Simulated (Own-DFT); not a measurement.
# Computed records: GaP (zincblende, strongly disordered by large displacements), InAs (zincblende, strongly disordered by large displacements)

Computed with Own-DFT development build. A calculation, not a measurement: plane-wave PBE density functional theory by an unreviewed code, no spin, of a simulated periodic cell, stress positive in tension, free energy of the whole cell less one offset for each atom, forces on such cells passed a denser k mesh, this cell's mesh not checked; broken bonds can close the gap or carry spin, so checks made on this kind of crystal may not hold here; offsets are fitted by least squares, one for each functional and potential file, so energies compare only between cells with the same atoms and settings and are not formation energies; the far tail of each file's local potential was reset to the Coulomb form; each entry is a single point on an unrelaxed cell, so the pressure reflects the starting lattice, mostly measured values (interpolated for alloys), from which strain is counted, and rises with the displacements; printed positions are rounded, which can move forces by about a meV/angstrom; the program, named Own-DFT, is a retired in-house code; no spin-orbit coupling.

Common to all runs: functional PBE; potential files PseudoDojo norm-conserving, scalar-relativistic, standard set; wave cutoff 42 hartree; occupations Fermi-Dirac; smearing width 0.1 eV; k mesh 3 x 3 x 3 centred on Gamma.

```yaml
- entry: 1
  formula: GaP
  kind: "zincblende, strongly disordered by large displacements"
  structure:
    cell_angstrom: [[10.901, 0.0, 0.0], [0.0, 10.901, 0.0], [0.0, 0.0, 10.901]]
    atoms_fractional:
      - [Ga, 0.9933, 0.952, 0.93598]
      - [Ga, 0.0212, 0.26541, 0.19202]
      - [Ga, 0.29323, 0.02046, 0.23246]
      - [Ga, 0.19994, 0.31298, 0.04961]
      - [P, 0.14633, 0.14142, 0.10251]
      - [P, 0.08259, 0.38994, 0.3285]
      - [P, 0.39837, 0.14815, 0.38607]
      - [P, 0.354, 0.35041, 0.1427]
      - [Ga, 0.00235, 0.99887, 0.49563]
      - [Ga, 0.02669, 0.26586, 0.77238]
      - [Ga, 0.21168, 0.02842, 0.77348]
      - [Ga, 0.28032, 0.24394, 0.47919]
      - [P, 0.07593, 0.1157, 0.68982]
      - [P, 0.13176, 0.35144, 0.88651]
      - [P, 0.417, 0.12645, 0.86235]
      - [P, 0.34786, 0.34908, 0.6036]
      - [Ga, 0.03666, 0.43338, 0.05853]
      - [Ga, 0.05022, 0.77565, 0.24235]
      - [Ga, 0.23932, 0.5227, 0.27498]
      - [Ga, 0.26465, 0.75572, 0.01129]
      - [P, 0.13293, 0.57405, 0.11077]
      - [P, 0.17094, 0.8676, 0.42368]
      - [P, 0.39819, 0.61369, 0.33505]
      - [P, 0.36743, 0.89803, 0.11988]
      - [Ga, 0.03224, 0.51399, 0.44705]
      - [Ga, 0.03966, 0.71249, 0.75686]
      - [Ga, 0.2312, 0.53322, 0.77201]
      - [Ga, 0.2744, 0.73479, 0.48236]
      - [P, 0.07553, 0.62655, 0.60483]
      - [P, 0.12339, 0.85417, 0.86323]
      - [P, 0.42703, 0.66234, 0.88998]
      - [P, 0.39287, 0.84478, 0.55165]
      - [Ga, 0.55089, 0.98449, 0.01462]
      - [Ga, 0.51826, 0.26436, 0.24482]
      - [Ga, 0.74599, 0.99091, 0.18478]
      - [Ga, 0.7409, 0.23114, 0.00375]
      - [P, 0.64928, 0.13279, 0.12087]
      - [P, 0.64721, 0.35498, 0.32458]
      - [P, 0.91897, 0.05907, 0.34858]
      - [P, 0.86227, 0.42422, 0.08855]
      - [Ga, 0.49608, 0.01329, 0.49622]
      - [Ga, 0.5176, 0.27164, 0.74684]
      - [Ga, 0.72755, 0.96356, 0.7411]
      - [Ga, 0.67197, 0.24617, 0.56638]
      - [P, 0.58602, 0.10027, 0.62213]
      - [P, 0.65057, 0.40502, 0.87399]
      - [P, 0.94207, 0.09971, 0.85707]
      - [P, 0.89432, 0.42118, 0.60156]
      - [Ga, 0.4818, 0.50816, 0.96075]
      - [Ga, 0.45459, 0.75787, 0.20813]
      - [Ga, 0.72553, 0.50598, 0.27513]
      - [Ga, 0.76113, 0.79679, 0.99873]
      - [P, 0.64146, 0.61416, 0.12285]
      - [P, 0.62864, 0.85697, 0.39678]
      - [P, 0.81845, 0.61189, 0.38439]
      - [P, 0.93363, 0.89381, 0.1773]
      - [Ga, 0.51998, 0.50484, 0.43957]
      - [Ga, 0.50531, 0.76221, 0.75036]
      - [Ga, 0.76007, 0.52141, 0.74507]
      - [Ga, 0.70727, 0.69514, 0.49508]
      - [P, 0.60595, 0.56925, 0.61699]
      - [P, 0.62037, 0.86033, 0.83927]
      - [P, 0.86072, 0.68061, 0.8564]
      - [P, 0.85546, 0.8757, 0.65859]
  settings:
    hardware: "one NVIDIA H100"
  results:
    "free_energy_of_cell_above_offsets [eV]": "42.605"
    "pressure [GPa]": 20.93
    "stress_xx [GPa]": -20.23
    "stress_yy [GPa]": -23.96
    "stress_zz [GPa]": -18.59
    "stress_yz [GPa]": -2.29
    "stress_xz [GPa]": -2.64
    "stress_xy [GPa]": -0.26
    force_element: [Ga, Ga, Ga, Ga, P, P, P, P, Ga, Ga, Ga, Ga, P, P, P, P, Ga, Ga, Ga, Ga, P, P, P, P, Ga, Ga, Ga, Ga, P, P, P, P, Ga, Ga, Ga, Ga, P, P, P, P, Ga, Ga, Ga, Ga, P, P, P, P, Ga, Ga, Ga, Ga, P, P, P, P, Ga, Ga, Ga, Ga, P, P, P, P]
    "force_x [eV/angstrom]": [-3.134, -3.581, -3.564, 3.368, -0.141, 3.677, 2.834, 4.874, 2.523, -5.913, 6.437, -7.353, -2.216, 2.829, -1.323, 2.934, 0.113, 4.648, -0.569, -1.589, 3.926, -4.721, -1.211, 1.626, -3.952, -2.614, 0.255, -1.164, 3.532, 7.254, -5.533, 5.311, -1.906, -5.655, 2.569, 4.606, -6.071, 1.649, -2.861, -7.598, -2.055, -0.95, -0.949, 4.985, 1.782, -1.141, -4.998, -0.514, 2.756, 5.021, 1.014, -0.387, -1.89, -1.477, 9.625, -3.982, 0.934, -4.048, 2.035, -2.752, -2.076, 0.934, -0.198, 6.036]
    "force_y [eV/angstrom]": [-2.972, -2.252, 4.482, -1.215, -6.671, -3.322, -3.738, 2.994, -2.485, 4.852, -2.178, 0.085, -3.706, 6.078, -1.171, 5.635, -0.98, -5.079, -2.518, -1.447, 8.933, 5.476, 1.859, -0.176, 3.169, 1.848, -0.857, -9.875, -2.427, -2.716, 3.246, 3.982, -0.367, -3.634, -5.176, 5.453, 0.681, -2.57, 2.089, -2.096, -4.684, 0.687, 8.003, 6.581, -2.22, -2.542, 6.083, -1.841, -6.211, -2.541, 1.698, -0.485, 2.067, 1.79, 1.07, 5.794, -2.847, -2.935, 0.208, 4.167, 1.288, 1.381, -1.122, -4.624]
    "force_z [eV/angstrom]": [7.789, 1.103, 4.372, 0.76, 0.801, -0.103, -5.91, 1.139, 5.717, -2.713, 2.591, -1.111, -7.102, -2.226, 0.798, 5.562, -4.418, 2.814, -1.061, -1.181, 1.205, -4.228, 1.089, -5.061, 3.079, 3.847, -0.287, -0.342, -4.504, -0.95, 0.0, 5.715, -2.005, -3.408, 3.52, -5.262, 2.921, 6.89, -5.767, 1.314, -4.513, 0.258, -0.889, -3.116, 7.604, 0.666, -2.826, 1.593, 4.529, 1.873, -6.068, 1.492, -2.0, -2.196, -0.541, -2.954, 1.628, -8.418, -0.387, 4.317, 1.407, 8.683, -0.747, -4.782]
    "wall_time [s]": 661.4
- entry: 2
  formula: InAs
  kind: "zincblende, strongly disordered by large displacements"
  structure:
    cell_angstrom: [[12.1166, 0.0, 0.0], [0.0, 12.1166, 0.0], [0.0, 0.0, 12.1166]]
    atoms_fractional:
      - [In, 0.9931, 0.02725, 0.99142]
      - [In, 0.03613, 0.21645, 0.24309]
      - [In, 0.25666, 0.02533, 0.24594]
      - [In, 0.26115, 0.23679, 0.99319]
      - [As, 0.11379, 0.16269, 0.06173]
      - [As, 0.14477, 0.35818, 0.40755]
      - [As, 0.3449, 0.11224, 0.35788]
      - [As, 0.33854, 0.35786, 0.17142]
      - [In, 0.9593, 0.02507, 0.4967]
      - [In, 0.00287, 0.22464, 0.77541]
      - [In, 0.25498, 0.95797, 0.72289]
      - [In, 0.22978, 0.2397, 0.49398]
      - [As, 0.09834, 0.08641, 0.62593]
      - [As, 0.16432, 0.32602, 0.85427]
      - [As, 0.36467, 0.11428, 0.93704]
      - [As, 0.37428, 0.41095, 0.63941]
      - [In, 0.98965, 0.46468, 0.00352]
      - [In, 0.99345, 0.72325, 0.23828]
      - [In, 0.26361, 0.49181, 0.2833]
      - [In, 0.25183, 0.75432, 0.01575]
      - [As, 0.16266, 0.61633, 0.11294]
      - [As, 0.19209, 0.86939, 0.37691]
      - [As, 0.3924, 0.64276, 0.40543]
      - [As, 0.40164, 0.89039, 0.13636]
      - [In, 0.99293, 0.4841, 0.50669]
      - [In, 0.99053, 0.73365, 0.77805]
      - [In, 0.25462, 0.45753, 0.75071]
      - [In, 0.29119, 0.7426, 0.49577]
      - [As, 0.12609, 0.65163, 0.63964]
      - [As, 0.14813, 0.8437, 0.86894]
      - [As, 0.37853, 0.63571, 0.83514]
      - [As, 0.35696, 0.8751, 0.57941]
      - [In, 0.55053, 0.00593, 0.03111]
      - [In, 0.54978, 0.24588, 0.25489]
      - [In, 0.79914, 0.01165, 0.21606]
      - [In, 0.76659, 0.24164, 0.05839]
      - [As, 0.65021, 0.13214, 0.11618]
      - [As, 0.58694, 0.39651, 0.32422]
      - [As, 0.90495, 0.14918, 0.36768]
      - [As, 0.89432, 0.36224, 0.15056]
      - [In, 0.46548, 0.98581, 0.51411]
      - [In, 0.47614, 0.27067, 0.74514]
      - [In, 0.78048, 0.96926, 0.77923]
      - [In, 0.77325, 0.20004, 0.51609]
      - [As, 0.63055, 0.08441, 0.60446]
      - [As, 0.61926, 0.3391, 0.86915]
      - [As, 0.87509, 0.14795, 0.9718]
      - [As, 0.9214, 0.4001, 0.64003]
      - [In, 0.47371, 0.54079, 0.98987]
      - [In, 0.45499, 0.74541, 0.28747]
      - [In, 0.73072, 0.48496, 0.26732]
      - [In, 0.7766, 0.78178, 0.00192]
      - [As, 0.61937, 0.5958, 0.13751]
      - [As, 0.63388, 0.84997, 0.40757]
      - [As, 0.86423, 0.62798, 0.39449]
      - [As, 0.86589, 0.86302, 0.16967]
      - [In, 0.4954, 0.52373, 0.48004]
      - [In, 0.50347, 0.75707, 0.76848]
      - [In, 0.79399, 0.53218, 0.70848]
      - [In, 0.80603, 0.73885, 0.50938]
      - [As, 0.6248, 0.65145, 0.60812]
      - [As, 0.59845, 0.87178, 0.862]
      - [As, 0.9063, 0.57425, 0.85307]
      - [As, 0.95633, 0.94038, 0.64399]
  settings:
    hardware: "one NVIDIA H200"
  results:
    "free_energy_of_cell_above_offsets [eV]": "49.416"
    "pressure [GPa]": 18.56
    "stress_xx [GPa]": -17.27
    "stress_yy [GPa]": -21.51
    "stress_zz [GPa]": -16.91
    "stress_yz [GPa]": -0.08
    "stress_xz [GPa]": 3.31
    "stress_xy [GPa]": -0.66
    force_element: [In, In, In, In, As, As, As, As, In, In, In, In, As, As, As, As, In, In, In, In, As, As, As, As, In, In, In, In, As, As, As, As, In, In, In, In, As, As, As, As, In, In, In, In, As, As, As, As, In, In, In, In, As, As, As, As, In, In, In, In, As, As, As, As]
    "force_x [eV/angstrom]": [6.302, 2.134, -6.341, 1.592, -3.285, -6.308, 8.04, 2.613, 0.31, -1.136, -1.358, 5.744, 2.991, -3.193, 7.613, 6.961, 2.318, 2.45, -1.413, 3.184, -2.946, -3.279, -3.041, -0.829, 4.581, 0.662, -6.531, -11.69, 1.058, -1.524, -4.147, -1.141, -4.191, -4.604, -4.192, -2.093, -4.507, -3.035, -2.869, 0.007, 8.179, 0.529, -0.448, -0.681, -0.598, 1.222, 0.565, -3.079, 1.011, 6.174, 7.066, -1.186, -0.626, -0.384, 4.135, 3.913, 5.414, -1.286, -5.557, -4.193, 0.757, 4.907, 0.328, -1.065]
    "force_y [eV/angstrom]": [-10.95, 2.141, -6.554, 9.27, -2.205, 7.816, 7.274, -2.515, 1.013, -0.241, 1.664, -7.48, 2.195, 1.051, -8.296, -2.936, 0.266, -0.929, 2.719, 1.942, -3.15, 0.934, -8.939, -0.509, 5.004, 2.159, 6.375, -3.045, -1.684, 1.871, -2.305, 0.058, -3.815, -8.643, 8.639, 13.3, -3.57, 5.222, 0.727, 1.66, 7.383, -2.258, 0.558, 2.126, 0.145, 1.428, 0.05, -7.381, -1.939, 7.215, 2.96, -1.658, 2.488, 0.563, -7.694, -7.355, -6.533, -2.199, 0.162, 7.738, -0.341, 5.303, 0.576, -6.876]
    "force_z [eV/angstrom]": [0.166, -0.587, -8.984, 3.573, 4.612, -6.19, 8.588, -3.024, -8.31, -0.563, 2.509, 6.183, 1.731, 0.293, -5.021, -8.879, -0.289, 0.986, 1.315, -0.805, 2.44, -1.626, -2.65, -0.11, -6.732, -0.919, 4.576, 2.893, -1.302, -0.185, 1.787, 9.509, -3.509, -2.958, 4.291, 0.243, 6.385, 7.145, -2.444, 2.635, -5.531, 0.408, -0.142, 0.942, 1.472, 1.391, -9.985, 5.938, 0.903, -8.909, -1.668, -1.3, -1.135, -0.469, -7.868, -3.133, 4.637, -5.918, -1.868, 7.358, 0.427, 4.462, 3.957, 9.261]
    "wall_time [s]": 1258.0
- entry: 3
  formula: InAs
  kind: "zincblende, strongly disordered by large displacements"
  structure:
    cell_angstrom: [[12.1166, 0.0, 0.0], [0.0, 12.1166, 0.0], [0.0, 0.0, 12.1166]]
    atoms_fractional:
      - [In, 0.92209, 0.96614, 0.99653]
      - [In, 0.97986, 0.24191, 0.22574]
      - [In, 0.27135, 0.97361, 0.26897]
      - [In, 0.25001, 0.22791, 0.97682]
      - [As, 0.11598, 0.19076, 0.1237]
      - [As, 0.16713, 0.35993, 0.35346]
      - [As, 0.39413, 0.12203, 0.34161]
      - [As, 0.39495, 0.46055, 0.14231]
      - [In, 0.98589, 0.02705, 0.4497]
      - [In, 0.99095, 0.25767, 0.74865]
      - [In, 0.20869, 0.97191, 0.77363]
      - [In, 0.25307, 0.22761, 0.51425]
      - [As, 0.13741, 0.1552, 0.6924]
      - [As, 0.15675, 0.38794, 0.89924]
      - [As, 0.42554, 0.13602, 0.9136]
      - [As, 0.37633, 0.39061, 0.63537]
      - [In, 0.94963, 0.50538, 0.98644]
      - [In, 0.97534, 0.74033, 0.28568]
      - [In, 0.24487, 0.49161, 0.22398]
      - [In, 0.26505, 0.76164, 0.03858]
      - [As, 0.08502, 0.62841, 0.12527]
      - [As, 0.11556, 0.89175, 0.41321]
      - [As, 0.38971, 0.64909, 0.39305]
      - [As, 0.40067, 0.87676, 0.13206]
      - [In, 0.01564, 0.51974, 0.50615]
      - [In, 0.01054, 0.7514, 0.76842]
      - [In, 0.25773, 0.49142, 0.77044]
      - [In, 0.24193, 0.76209, 0.49131]
      - [As, 0.10349, 0.6279, 0.62225]
      - [As, 0.07684, 0.90466, 0.85148]
      - [As, 0.384, 0.59309, 0.88205]
      - [As, 0.31644, 0.88342, 0.63871]
      - [In, 0.49702, 0.96153, 0.01161]
      - [In, 0.48334, 0.2328, 0.25196]
      - [In, 0.80736, 0.01073, 0.26104]
      - [In, 0.78033, 0.27925, 0.01526]
      - [As, 0.60603, 0.09716, 0.11302]
      - [As, 0.6511, 0.3659, 0.39164]
      - [As, 0.82665, 0.1261, 0.38054]
      - [As, 0.84193, 0.37772, 0.13556]
      - [In, 0.54636, 0.02459, 0.48202]
      - [In, 0.45019, 0.28815, 0.7725]
      - [In, 0.74043, 0.02243, 0.74645]
      - [In, 0.76945, 0.28137, 0.49714]
      - [As, 0.62344, 0.12726, 0.59932]
      - [As, 0.62656, 0.37756, 0.85076]
      - [As, 0.85028, 0.08958, 0.89912]
      - [As, 0.84704, 0.3976, 0.63577]
      - [In, 0.51008, 0.54041, 0.9736]
      - [In, 0.52294, 0.73339, 0.26256]
      - [In, 0.73084, 0.44702, 0.25692]
      - [In, 0.69037, 0.77131, 0.04585]
      - [As, 0.59329, 0.62185, 0.14238]
      - [As, 0.65675, 0.85335, 0.37279]
      - [As, 0.89589, 0.63362, 0.40836]
      - [As, 0.86642, 0.8702, 0.16601]
      - [In, 0.46052, 0.52703, 0.5268]
      - [In, 0.49489, 0.76144, 0.73827]
      - [In, 0.77405, 0.47581, 0.76429]
      - [In, 0.72375, 0.78085, 0.53939]
      - [As, 0.58804, 0.59768, 0.61903]
      - [As, 0.61368, 0.87078, 0.90648]
      - [As, 0.88615, 0.6378, 0.87]
      - [As, 0.85185, 0.86027, 0.61181]
  settings:
    hardware: "one NVIDIA H200"
  results:
    "pressure [GPa]": null
- entry: 4
  formula: InAs
  kind: "zincblende, strongly disordered by large displacements"
  structure:
    cell_angstrom: [[12.1166, 0.0, 0.0], [0.0, 12.1166, 0.0], [0.0, 0.0, 12.1166]]
    atoms_fractional:
      - [In, 0.96705, 0.99587, 0.96996]
      - [In, 0.04581, 0.25258, 0.26407]
      - [In, 0.26628, 0.0101, 0.25118]
      - [In, 0.2946, 0.20639, 0.9948]
      - [As, 0.14989, 0.14935, 0.12874]
      - [As, 0.15117, 0.34283, 0.37955]
      - [As, 0.34885, 0.10798, 0.4095]
      - [As, 0.36236, 0.35009, 0.1236]
      - [In, 0.95494, 0.99563, 0.49927]
      - [In, 0.99555, 0.26166, 0.77414]
      - [In, 0.22153, 0.00907, 0.71483]
      - [In, 0.25868, 0.23375, 0.48845]
      - [As, 0.15611, 0.17861, 0.62129]
      - [As, 0.15105, 0.39357, 0.93495]
      - [As, 0.37298, 0.15819, 0.85128]
      - [As, 0.3694, 0.3655, 0.65333]
      - [In, 0.99294, 0.45391, 0.95553]
      - [In, 0.97524, 0.78922, 0.24683]
      - [In, 0.25961, 0.47419, 0.25435]
      - [In, 0.26608, 0.75671, 0.994]
      - [As, 0.16229, 0.60991, 0.12045]
      - [As, 0.10495, 0.9063, 0.38385]
      - [As, 0.37967, 0.68107, 0.34249]
      - [As, 0.37898, 0.88682, 0.10642]
      - [In, 0.00481, 0.47397, 0.49853]
      - [In, 0.00062, 0.79899, 0.71414]
      - [In, 0.24297, 0.48112, 0.76617]
      - [In, 0.2231, 0.75762, 0.46467]
      - [As, 0.08508, 0.59239, 0.6631]
      - [As, 0.12456, 0.82603, 0.84181]
      - [As, 0.35803, 0.62301, 0.83821]
      - [As, 0.33808, 0.84962, 0.63557]
      - [In, 0.47465, 0.97739, 0.99819]
      - [In, 0.54208, 0.29469, 0.25062]
      - [In, 0.75328, 0.02867, 0.28981]
      - [In, 0.7509, 0.25402, 0.01073]
      - [As, 0.58053, 0.12571, 0.12831]
      - [As, 0.61119, 0.37827, 0.38217]
      - [As, 0.85161, 0.15163, 0.38225]
      - [As, 0.88566, 0.3697, 0.12704]
      - [In, 0.47608, 0.98381, 0.49897]
      - [In, 0.49529, 0.26391, 0.74981]
      - [In, 0.75385, 0.98387, 0.74895]
      - [In, 0.74954, 0.27931, 0.52057]
      - [As, 0.62078, 0.15525, 0.67313]
      - [As, 0.65846, 0.31339, 0.87364]
      - [As, 0.85935, 0.11504, 0.88643]
      - [As, 0.91152, 0.385, 0.64937]
      - [In, 0.49473, 0.4967, 0.04433]
      - [In, 0.52189, 0.783, 0.20304]
      - [In, 0.70677, 0.53273, 0.27518]
      - [In, 0.73836, 0.71345, 0.03252]
      - [As, 0.6812, 0.57597, 0.11557]
      - [As, 0.62967, 0.88392, 0.32548]
      - [As, 0.85614, 0.56013, 0.39635]
      - [As, 0.88101, 0.89433, 0.07651]
      - [In, 0.50343, 0.51103, 0.52172]
      - [In, 0.49795, 0.72955, 0.7323]
      - [In, 0.73925, 0.50801, 0.7593]
      - [In, 0.76135, 0.749, 0.51147]
      - [As, 0.63139, 0.61039, 0.63535]
      - [As, 0.61641, 0.86902, 0.86674]
      - [As, 0.81973, 0.62361, 0.88132]
      - [As, 0.86255, 0.87837, 0.58648]
  settings:
    hardware: "one NVIDIA H200"
  results:
    "stress_zz [GPa]": null
```

Questions
1. InAs (zincblende, strongly disordered by large displacements) (entry 3): pressure?
2. Give the table of force values for InAs (zincblende, strongly disordered by large displacements) (entry 3).
3. Estimate the stress zz of InAs (zincblende, strongly disordered by large displacements) (entry 4).

Answers
1. 17.67 GPa
2. 
Force:
```csv
element,x (eV/Å),y (eV/Å),z (eV/Å)
In,4.895,-5.526,4.072
In,-3.675,1.886,4.71
In,-1.754,0.152,-0.082
In,0.887,-0.634,0.063
As,4.545,-3.771,-2.624
As,-2.461,-0.986,2.019
As,-5.944,-6.751,8.211
As,7.589,-3.568,-3.331
In,-0.309,1.073,2.854
In,-2.896,2.358,1.787
In,8.368,5.616,-3.782
In,0.261,0.273,-0.298
As,2.994,-1.659,-2.7
As,-3.792,-0.159,1.201
As,-0.731,0.151,-0.323
As,-3.053,-1.152,-3.116
In,2.98,-2.4,2.704
In,3.763,2.382,-3.414
In,-6.873,3.106,2.899
In,-2.15,-2.362,-1.467
As,1.057,0.262,0.307
As,0.695,-0.751,-3.014
As,-2.697,0.448,-1.905
As,-3.848,-3.388,6.091
In,-0.706,-5.913,-2.632
In,-0.511,-1.958,-3.552
In,-1.578,1.593,-2.936
In,0.537,-2.388,1.339
As,4.614,2.925,4.073
As,-7.481,-2.121,8.443
As,-9.44,7.751,-6.463
As,3.788,-0.245,-0.791
In,-0.059,5.525,-2.462
In,6.656,8.504,-6.998
In,-5.507,-3.441,-5.681
In,-6.307,-8.484,-9.925
As,2.263,2.459,1.691
As,-9.038,-0.02,1.431
As,1.863,8.093,6.589
As,8.664,5.158,3.59
In,-3.964,-5.643,-6.1
In,2.255,-2.831,2.009
In,-0.799,-1.639,-1.588
In,2.146,-3.121,3.701
As,3.291,5.866,6.392
As,-0.412,-0.638,2.945
As,-2.659,8.868,-3.963
As,7.828,-4.951,-8.297
In,10.1,-5.603,6.162
In,-2.517,4.641,4.276
In,-1.023,7.044,-0.644
In,3.367,-1.442,2.066
As,3.811,-5.565,-3.067
As,-1.187,2.152,-2.117
As,-5.747,-1.988,1.907
As,1.169,-4.953,-3.541
In,-4.115,-3.222,-4.892
In,-1.003,-0.336,0.295
In,-4.61,7.464,7.835
In,-8.277,-7.84,-3.079
As,8.624,4.833,5.678
As,2.447,-0.803,-7.928
As,-4.209,1.184,-0.915
As,9.873,6.484,6.287
```
3. -16.5 GPa

Further results for InAs (zincblende, strongly disordered by large displacements) (entry 3):

```
free energy of cell above offsets : 40.551 eV
stress xx                         : -17.18 GPa
stress yy                         : -15.89 GPa
stress zz                         : -19.92 GPa
stress yz                         : -1.28 GPa
stress xz                         : 0.76 GPa
stress xy                         : -0.84 GPa
wall time                         : 1245 s
```

Further results for InAs (zincblende, strongly disordered by large displacements) (entry 4):

```
free energy of cell above offsets : 27.850 eV
pressure                          : 14.2 GPa
stress xx                         : -13.58 GPa
stress yy                         : -12.51 GPa
stress yz                         : 1.28 GPa
stress xz                         : -0.54 GPa
stress xy                         : -1.42 GPa
wall time                         : 1268 s
```

Force:
```csv
element,x (eV/Å),y (eV/Å),z (eV/Å)
In,9.596,1.665,-3.384
In,-5.708,-1.954,-3.555
In,-1.151,-0.14,-0.671
In,-4.651,2.426,6.696
As,-0.342,-2.637,-1.256
As,0.309,6.46,2.318
As,4.874,-4.564,-4.568
As,1.639,0.647,1.208
In,5.263,7.634,-4.486
In,1.835,-2.201,1.61
In,0.472,-0.612,1.293
In,2.557,6.088,0.873
As,-6.701,-2.531,6.403
As,8.742,-4.097,-1.47
As,1.722,-6.588,-5.881
As,-1.509,2.287,-4.074
In,-10.02,4.693,1.867
In,0.565,-1.031,-0.38
In,0.3,1.98,0.225
In,-0.614,-1.98,-0.436
As,-1.482,0.638,-0.149
As,0.03,0.263,-1.311
As,0.379,-2.169,0.408
As,-6.737,-4.056,6.186
In,2.753,0.242,-0.794
In,-3.055,-2.707,-2.753
In,-1.817,-0.597,-0.563
In,0.265,-0.896,1.475
As,0.037,0.709,-1.137
As,3.557,2.913,4.056
As,1.671,1.205,3.041
As,1.088,0.099,-1.128
In,6.223,6.72,-7.765
In,-5.059,-5.693,-7.826
In,-1.92,-1.471,-4.599
In,3.03,-2.889,6.832
As,1.892,-0.072,0.372
As,3.477,4.423,8.007
As,4.143,3.249,1.99
As,0.248,0.126,0.97
In,1.593,-1.255,1.521
In,0.512,2.73,2.393
In,-0.852,0.735,0.026
In,-0.128,-0.245,1.47
As,4.407,-4.145,-4.029
As,-4.019,4.71,-6.133
As,-2.04,3.827,-3.592
As,-3.68,0.81,-0.327
In,-0.546,0.215,-1.846
In,-0.466,-3.01,-0.798
In,1.035,-3.293,9.553
In,2.565,10.73,-3.905
As,-5.64,-4.901,-5.599
As,0.413,-0.703,4.171
As,0.801,2.996,0.586
As,-5.964,-6.616,7.837
In,-2.564,-0.816,-1.484
In,-0.267,1.76,0.713
In,0.07,-5.112,-0.352
In,-4.032,-5.457,-3.787
As,0.636,2.266,-1.885
As,-0.276,-0.95,0.673
As,4.898,1.357,-0.01
As,-2.364,-1.21,7.159
```
